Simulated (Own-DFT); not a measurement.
# Computed records: SiC (2H silicon carbide, strained, atoms displaced)

A calculation, not a measurement: plane-wave PBE density functional theory by an unreviewed code, no spin, of a simulated periodic cell, stress positive in tension, free energy of the whole cell less one offset for each atom, forces on such cells passed a denser k mesh, this cell's mesh not checked; offsets are fitted by least squares, one for each functional and potential file, so energies compare only between cells with the same atoms and settings and are not formation energies; the far tail of each file's local potential was reset to the Coulomb form; each entry is a single point on an unrelaxed cell, so the pressure reflects the starting lattice, mostly measured values (interpolated for alloys), from which strain is counted, and rises with the displacements; printed positions are rounded, which can move forces by about a meV/angstrom; the program, named Own-DFT, is a retired in-house code; no spin-orbit coupling. Program: Own-DFT development build.

Settings shared by all entries: functional PBE; potential files PseudoDojo norm-conserving, scalar-relativistic, standard set; wave cutoff 42 hartree; occupations Fermi-Dirac; smearing width 0.1 eV; hardware one NVIDIA H100; k mesh 5 x 5 x 3 centred on Gamma.

```json
{"entry": 1, "formula": "SiC", "kind": "2H silicon carbide, strained, atoms displaced", "structure": {"cell_angstrom": [[6.2312, -0.0103, 0.0868], [-3.1245, 5.3991, 0.0401], [0.1417, 0.1575, 10.0738]], "atoms_fractional": [["Si", 0.01255, 0.0118, 0.00203], ["Si", 0.17974, 0.33378, 0.25177], ["C", 0.99358, 0.99488, 0.1777], ["C", 0.16883, 0.33865, 0.42497], ["Si", 0.00634, 0.00635, 0.48933], ["Si", 0.15689, 0.32847, 0.75801], ["C", 0.00072, 0.99497, 0.69071], ["C", 0.1585, 0.33801, 0.93205], ["Si", 0.99839, 0.50078, 0.00652], ["Si", 0.1715, 0.84378, 0.25159], ["C", 0.98931, 0.49516, 0.18777], ["C", 0.15889, 0.84315, 0.42603], ["Si", 0.99314, 0.48539, 0.49502], ["Si", 0.16249, 0.83471, 0.74987], ["C", 0.99617, 0.49661, 0.68768], ["C", 0.17034, 0.83494, 0.94112], ["Si", 0.4981, 0.00099, 0.99865], ["Si", 0.65355, 0.31781, 0.25476], ["C", 0.51441, 0.00185, 0.18545], ["C", 0.65993, 0.32117, 0.4385], ["Si", 0.51139, 0.00908, 0.50056], ["Si", 0.66472, 0.33345, 0.75698], ["C", 0.48654, 0.99966, 0.6867], ["C", 0.65839, 0.32243, 0.94065], ["Si", 0.50583, 0.50271, 0.99139], ["Si", 0.67433, 0.8457, 0.25043], ["C", 0.50897, 0.50976, 0.18903], ["C", 0.66396, 0.82767, 0.4303], ["Si", 0.50262, 0.50716, 0.509], ["Si", 0.66858, 0.82485, 0.75335], ["C", 0.49911, 0.50144, 0.68464], ["C", 0.65323, 0.8402, 0.93785]]}, "results": {"free_energy_of_cell_above_offsets [eV]": "-2.397", "pressure [GPa]": 1.25, "stress_xx [GPa]": 3.91, "stress_yy [GPa]": 3.31, "stress_zz [GPa]": -10.96, "stress_yz [GPa]": 5.2, "stress_xz [GPa]": 5.27, "stress_xy [GPa]": 0.3, "force_element": ["Si", "Si", "C", "C", "Si", "Si", "C", "C", "Si", "Si", "C", "C", "Si", "Si", "C", "C", "Si", "Si", "C", "C", "Si", "Si", "C", "C", "Si", "Si", "C", "C", "Si", "Si", "C", "C"], "force_x [eV/angstrom]": [-1.148, -1.644, 1.412, 0.523, -0.943, 0.157, -0.766, 1.207, -0.398, 0.034, 1.217, 1.902, -0.601, 0.509, 0.173, -0.886, -0.435, 0.459, -1.941, -0.261, -1.23, -0.076, 1.991, 0.275, -1.189, 0.154, 0.146, 0.14, 0.185, -1.643, -0.106, 2.781], "force_y [eV/angstrom]": [-1.105, 0.414, 1.49, -0.046, -0.425, 0.124, 0.829, 0.176, 0.006, -1.591, 0.405, -1.07, 1.709, -0.884, 0.067, -0.035, -0.693, 1.896, -0.132, 2.035, -2.349, -0.744, 0.232, 1.961, 0.171, -1.81, -0.783, 1.159, -1.025, 1.132, -0.338, -0.778], "force_z [eV/angstrom]": [-2.027, -3.645, 2.934, 4.099, 1.558, -3.301, -1.087, 2.726, -0.766, -3.029, 1.334, 3.155, 0.077, 0.199, -0.162, -0.529, 0.829, -1.351, 0.21, 0.351, 0.04, -1.956, 0.41, -0.395, 1.974, -1.336, -0.782, 2.245, -3.277, -0.989, 2.771, -0.281], "wall_time [s]": 117.7}}
{"entry": 2, "formula": "SiC", "kind": "2H silicon carbide, strained, atoms displaced", "structure": {"cell_angstrom": [[6.0606, 0.0954, -0.0247], [-2.9477, 5.3175, -0.0467], [-0.0403, -0.1112, 10.1258]], "atoms_fractional": [["Si", 0.01163, 0.02016, 0.99921], ["Si", 0.1729, 0.34127, 0.24631], ["C", 0.00684, 0.99906, 0.18674], ["C", 0.178, 0.3517, 0.4392], ["Si", 0.00044, 0.00769, 0.4933], ["Si", 0.15448, 0.32572, 0.7452], ["C", 0.99524, 0.98966, 0.68128], ["C", 0.15596, 0.33409, 0.93534], ["Si", 0.00019, 0.50325, 0.00235], ["Si", 0.1639, 0.83126, 0.2496], ["C", 0.98559, 0.48883, 0.1843], ["C", 0.17906, 0.84393, 0.44124], ["Si", 0.0111, 0.49859, 0.49288], ["Si", 0.16409, 0.82322, 0.7492], ["C", 0.99918, 0.5023, 0.68441], ["C", 0.16249, 0.83133, 0.93725], ["Si", 0.4972, 0.98281, 0.99313], ["Si", 0.66847, 0.33115, 0.25309], ["C", 0.47602, 0.97152, 0.18861], ["C", 0.67883, 0.3415, 0.44591], ["Si", 0.48893, 0.98826, 0.50186], ["Si", 0.6827, 0.33013, 0.75353], ["C", 0.48692, 0.99475, 0.69704], ["C", 0.66942, 0.32207, 0.93838], ["Si", 0.50744, 0.48823, 0.0006], ["Si", 0.66167, 0.82109, 0.25329], ["C", 0.50241, 0.50115, 0.18541], ["C", 0.66235, 0.83255, 0.42791], ["Si", 0.49966, 0.5035, 0.49651], ["Si", 0.67863, 0.85662, 0.75354], ["C", 0.49051, 0.48224, 0.69165], ["C", 0.66236, 0.82735, 0.92831]]}, "results": {"free_energy_of_cell_above_offsets [eV]": "-2.409", "pressure [GPa]": 6.8, "stress_xx [GPa]": -15.6, "stress_yy [GPa]": -0.95, "stress_zz [GPa]": -3.84, "stress_yz [GPa]": -3.47, "stress_xz [GPa]": -0.27, "stress_xy [GPa]": 6.45, "force_element": ["Si", "Si", "C", "C", "Si", "Si", "C", "C", "Si", "Si", "C", "C", "Si", "Si", "C", "C", "Si", "Si", "C", "C", "Si", "Si", "C", "C", "Si", "Si", "C", "C", "Si", "Si", "C", "C"], "force_x [eV/angstrom]": [-0.688, -0.097, -1.745, 1.333, -0.042, 1.87, -0.599, 1.853, -0.57, 0.034, 0.634, -1.925, -2.82, -0.923, 0.476, -0.115, -1.008, -0.507, 1.888, -0.479, 1.674, -2.789, 1.301, 0.296, -1.69, -0.035, 0.212, 0.728, 1.426, 0.271, 0.118, 1.919], "force_y [eV/angstrom]": [-2.308, -0.978, 0.657, -2.732, -0.337, 0.365, 0.991, 0.431, 0.101, -0.951, 1.011, -1.664, 2.12, 0.524, -0.734, -0.047, 0.934, -1.705, 2.376, -1.471, 2.513, 0.322, 0.771, -0.206, 1.145, 1.56, -0.866, 0.018, 0.449, -3.711, 1.845, -0.423], "force_z [eV/angstrom]": [-0.024, 0.308, 0.327, -2.217, 0.773, 0.379, 0.223, 0.023, -0.59, 0.458, 1.096, -1.566, 2.233, 0.618, -0.47, -0.251, 1.648, -0.009, -0.984, -1.793, 0.995, -0.858, -2.116, 0.213, -1.378, -2.603, 0.264, 2.832, 2.373, -1.981, -0.754, 2.832], "wall_time [s]": 126.8}}
{"entry": 3, "formula": "SiC", "kind": "2H silicon carbide, strained, atoms displaced", "structure": {"cell_angstrom": [[6.1165, 0.0897, 0.0596], [-2.9805, 5.3864, 0.0636], [0.0973, 0.1761, 10.0836]], "atoms_fractional": [["Si", 0.00562, 0.99718, 0.99319], ["Si", 0.16828, 0.3377, 0.25737], ["C", 0.01919, 0.03059, 0.19311], ["C", 0.17398, 0.33188, 0.43409], ["Si", 0.0016, 0.99444, 0.4925], ["Si", 0.14972, 0.3358, 0.75318], ["C", 0.99156, 0.00792, 0.68586], ["C", 0.16173, 0.35033, 0.94296], ["Si", 0.00435, 0.51977, 0.99562], ["Si", 0.15418, 0.81721, 0.25007], ["C", 0.97973, 0.48711, 0.18592], ["C", 0.16083, 0.82551, 0.43195], ["Si", 0.00102, 0.50339, 0.50268], ["Si", 0.17993, 0.83205, 0.74624], ["C", 0.00017, 0.49991, 0.69135], ["C", 0.1618, 0.83483, 0.93907], ["Si", 0.5024, 0.9949, 0.01081], ["Si", 0.67898, 0.34045, 0.24517], ["C", 0.50394, 0.00038, 0.18713], ["C", 0.6502, 0.32369, 0.43807], ["Si", 0.49037, 0.00252, 0.49893], ["Si", 0.65518, 0.32632, 0.74708], ["C", 0.50198, 0.99979, 0.69166], ["C", 0.6597, 0.33291, 0.93085], ["Si", 0.49853, 0.51127, 0.00385], ["Si", 0.66564, 0.84734, 0.253], ["C", 0.47886, 0.48112, 0.19165], ["C", 0.66855, 0.83006, 0.43663], ["Si", 0.50957, 0.50254, 0.49687], ["Si", 0.66689, 0.84295, 0.7543], ["C", 0.51104, 0.50927, 0.68785], ["C", 0.65672, 0.83005, 0.93463]]}, "results": {"free_energy_of_cell_above_offsets [eV]": "-1.783", "pressure [GPa]": 3.77, "stress_xx [GPa]": -7.86, "stress_yy [GPa]": 2.71, "stress_zz [GPa]": -6.16, "stress_yz [GPa]": 6.56, "stress_xz [GPa]": 3.54, "stress_xy [GPa]": 6.77, "force_element": ["Si", "Si", "C", "C", "Si", "Si", "C", "C", "Si", "Si", "C", "C", "Si", "Si", "C", "C", "Si", "Si", "C", "C", "Si", "Si", "C", "C", "Si", "Si", "C", "C", "Si", "Si", "C", "C"], "force_x [eV/angstrom]": [-2.612, -0.848, -0.562, -0.838, -1.417, 3.332, 1.755, 1.52, -1.5, -0.258, 2.88, 0.801, 0.194, -2.885, -1.559, 2.099, -0.974, -3.852, -1.501, 2.532, 1.322, 0.334, -0.725, 0.256, 0.111, 2.291, 1.982, -0.701, -1.905, 1.271, -1.791, 1.247], "force_y [eV/angstrom]": [2.371, -0.14, -3.926, 0.472, 1.004, -0.428, -0.278, -1.486, -2.812, 1.632, 2.969, -0.042, -1.592, 0.11, 1.07, 0.808, 1.453, -2.264, 0.177, 0.747, -1.181, 1.022, 0.668, 0.067, -2.016, -1.569, 3.24, 0.883, 0.163, -1.859, -0.164, 0.901], "force_z [eV/angstrom]": [1.945, -1.536, -1.38, 2.185, 1.235, 0.054, 0.163, -1.152, 0.635, -1.221, -0.486, 1.387, -0.282, 0.81, -1.302, -0.844, -2.95, 1.511, 1.408, -0.709, 0.186, 0.674, -1.656, 2.081, -0.71, -0.563, -0.858, 0.363, 1.174, -1.406, -0.413, 1.655], "wall_time [s]": 116.6}}
{"entry": 4, "formula": "SiC", "kind": "2H silicon carbide, strained, atoms displaced", "structure": {"cell_angstrom": [[6.2578, 0.0937, 0.0366], [-3.0477, 5.2184, 0.0088], [0.0598, 0.0512, 9.9872]], "atoms_fractional": [["Si", 0.01104, 0.02104, 0.00744], ["Si", 0.16841, 0.33285, 0.24965], ["C", 0.99698, 0.99683, 0.18812], ["C", 0.16347, 0.3302, 0.43103], ["Si", 0.00061, 0.00256, 0.49786], ["Si", 0.16869, 0.33326, 0.74616], ["C", 0.00643, 0.00978, 0.68672], ["C", 0.16574, 0.3306, 0.93145], ["Si", 0.98485, 0.49156, 0.009], ["Si", 0.17278, 0.8229, 0.24952], ["C", 0.00635, 0.4989, 0.20177], ["C", 0.17819, 0.82995, 0.43134], ["Si", 0.99351, 0.49898, 0.501], ["Si", 0.17424, 0.84068, 0.74937], ["C", 0.99604, 0.51004, 0.68903], ["C", 0.16558, 0.82104, 0.93674], ["Si", 0.50455, 0.00128, 0.9953], ["Si", 0.66581, 0.32898, 0.25159], ["C", 0.50138, 0.99618, 0.18288], ["C", 0.67894, 0.3328, 0.43321], ["Si", 0.48567, 0.99491, 0.49545], ["Si", 0.66139, 0.34166, 0.74831], ["C", 0.50557, 0.99154, 0.6851], ["C", 0.66577, 0.33233, 0.93574], ["Si", 0.51086, 0.4961, 0.00327], ["Si", 0.66159, 0.82905, 0.24766], ["C", 0.49862, 0.48593, 0.1954], ["C", 0.68284, 0.83788, 0.4358], ["Si", 0.51511, 0.5102, 0.50185], ["Si", 0.66009, 0.83429, 0.75532], ["C", 0.50564, 0.50903, 0.68898], ["C", 0.66729, 0.84053, 0.93494]]}, "results": {"free_energy_of_cell_above_offsets [eV]": "-2.902", "pressure [GPa]": 6.57, "stress_xx [GPa]": 3.2, "stress_yy [GPa]": -10.48, "stress_zz [GPa]": -12.43, "stress_yz [GPa]": 1.72, "stress_xz [GPa]": 0.6, "stress_xy [GPa]": 6.55, "force_element": ["Si", "Si", "C", "C", "Si", "Si", "C", "C", "Si", "Si", "C", "C", "Si", "Si", "C", "C", "Si", "Si", "C", "C", "Si", "Si", "C", "C", "Si", "Si", "C", "C", "Si", "Si", "C", "C"], "force_x [eV/angstrom]": [0.435, 0.673, 0.407, 0.945, 0.869, -0.882, -0.231, 0.318, 1.771, -1.001, -1.42, -1.77, 1.438, -0.463, 0.522, -0.61, -1.34, 0.901, -0.176, -1.641, 2.758, 1.805, -2.119, 0.431, -2.329, 1.121, -0.63, -1.618, -0.892, 2.002, -0.803, 1.529], "force_y [eV/angstrom]": [-2.908, -1.056, -0.262, 1.114, 0.036, 1.091, -1.332, 1.645, 0.731, 2.226, -1.242, 0.196, -0.267, -0.248, -0.94, 1.53, -1.241, -0.382, 0.057, -0.179, 0.493, -0.9, 1.578, 0.212, 0.748, 0.165, 1.067, -0.05, -1.204, 0.659, -0.716, -0.622], "force_z [eV/angstrom]": [-2.305, 0.283, 0.779, 2.296, -0.034, 0.034, -0.215, 1.778, -1.406, -0.631, -2.933, 1.279, -0.321, 0.189, -0.414, 1.083, 0.283, -0.073, 0.549, 1.662, 0.64, -0.242, -0.028, 0.431, -0.449, 0.355, -1.685, -0.018, -1.164, -1.355, -0.293, 1.926], "wall_time [s]": 126.3}}
{"entry": 5, "formula": "SiC", "kind": "2H silicon carbide, strained, atoms displaced", "structure": {"cell_angstrom": [[6.1313, -0.1157, 0.0758], [-3.1658, 5.326, -0.1231], [0.1238, -0.1607, 10.2007]], "atoms_fractional": [["Si", 0.00502, 0.00171, 0.00203], ["Si", 0.16636, 0.31507, 0.24294], ["C", 0.98397, 0.98553, 0.19517], ["C", 0.15961, 0.32569, 0.44394], ["Si", 0.01397, 0.99692, 0.49832], ["Si", 0.15941, 0.33706, 0.744], ["C", 0.99729, 0.99447, 0.6892], ["C", 0.13994, 0.31956, 0.9351], ["Si", 0.99314, 0.49562, 0.99421], ["Si", 0.16828, 0.83137, 0.26453], ["C", 0.99357, 0.50105, 0.195], ["C", 0.16488, 0.8252, 0.44329], ["Si", 0.01019, 0.49314, 0.49589], ["Si", 0.16721, 0.82372, 0.75022], ["C", 0.98706, 0.50293, 0.69152], ["C", 0.18276, 0.85438, 0.93587], ["Si", 0.50151, 0.99955, 0.00127], ["Si", 0.67421, 0.3365, 0.24933], ["C", 0.49407, 0.99643, 0.19002], ["C", 0.6638, 0.34306, 0.44219], ["Si", 0.50427, 0.99684, 0.50282], ["Si", 0.67692, 0.34626, 0.74465], ["C", 0.49186, 0.99302, 0.68647], ["C", 0.65757, 0.32818, 0.93718], ["Si", 0.48445, 0.4689, 0.99395], ["Si", 0.68078, 0.84254, 0.25001], ["C", 0.50695, 0.51499, 0.18404], ["C", 0.68841, 0.84364, 0.42845], ["Si", 0.50601, 0.5, 0.50245], ["Si", 0.64625, 0.81033, 0.74717], ["C", 0.50696, 0.51136, 0.68799], ["C", 0.66844, 0.83558, 0.93136]]}, "results": {"free_energy_of_cell_above_offsets [eV]": "-1.078", "pressure [GPa]": 8.07, "stress_xx [GPa]": -11.09, "stress_yy [GPa]": -13.86, "stress_zz [GPa]": 0.74, "stress_yz [GPa]": -6.27, "stress_xz [GPa]": 6.56, "stress_xy [GPa]": -9.49, "force_element": ["Si", "Si", "C", "C", "Si", "Si", "C", "C", "Si", "Si", "C", "C", "Si", "Si", "C", "C", "Si", "Si", "C", "C", "Si", "Si", "C", "C", "Si", "Si", "C", "C", "Si", "Si", "C", "C"], "force_x [eV/angstrom]": [-1.301, -1.029, 4.689, 2.253, -1.583, 0.131, 0.114, 1.739, -0.253, -0.19, 2.627, 1.39, -2.623, -1.786, 3.866, -0.91, 1.119, -2.533, 0.749, 1.864, 0.565, -3.13, 1.377, 1.266, -1.811, -4.537, 0.404, -1.602, -1.221, 0.84, -0.329, -0.157], "force_y [eV/angstrom]": [-1.45, 2.999, 1.69, 0.219, 0.089, -1.477, -0.129, 1.026, 1.763, -0.258, -0.099, 0.206, 0.383, 2.764, -0.204, -2.577, -0.456, -0.507, 0.476, -1.78, 0.626, -3.16, 0.616, -0.244, 3.836, -1.902, -2.655, -1.169, 1.432, 6.17, -4.608, -1.62], "force_z [eV/angstrom]": [-0.513, 1.571, -2.74, -1.509, 1.828, 0.878, -0.811, -0.239, 1.786, -2.321, -1.739, -0.205, 1.207, 0.525, -2.171, 0.196, 0.225, 0.83, -0.026, -0.726, -0.692, 1.724, -0.173, -1.24, 0.976, 0.394, -0.131, 2.296, -0.79, 1.636, -1.34, 1.294], "wall_time [s]": 120.2}}
```
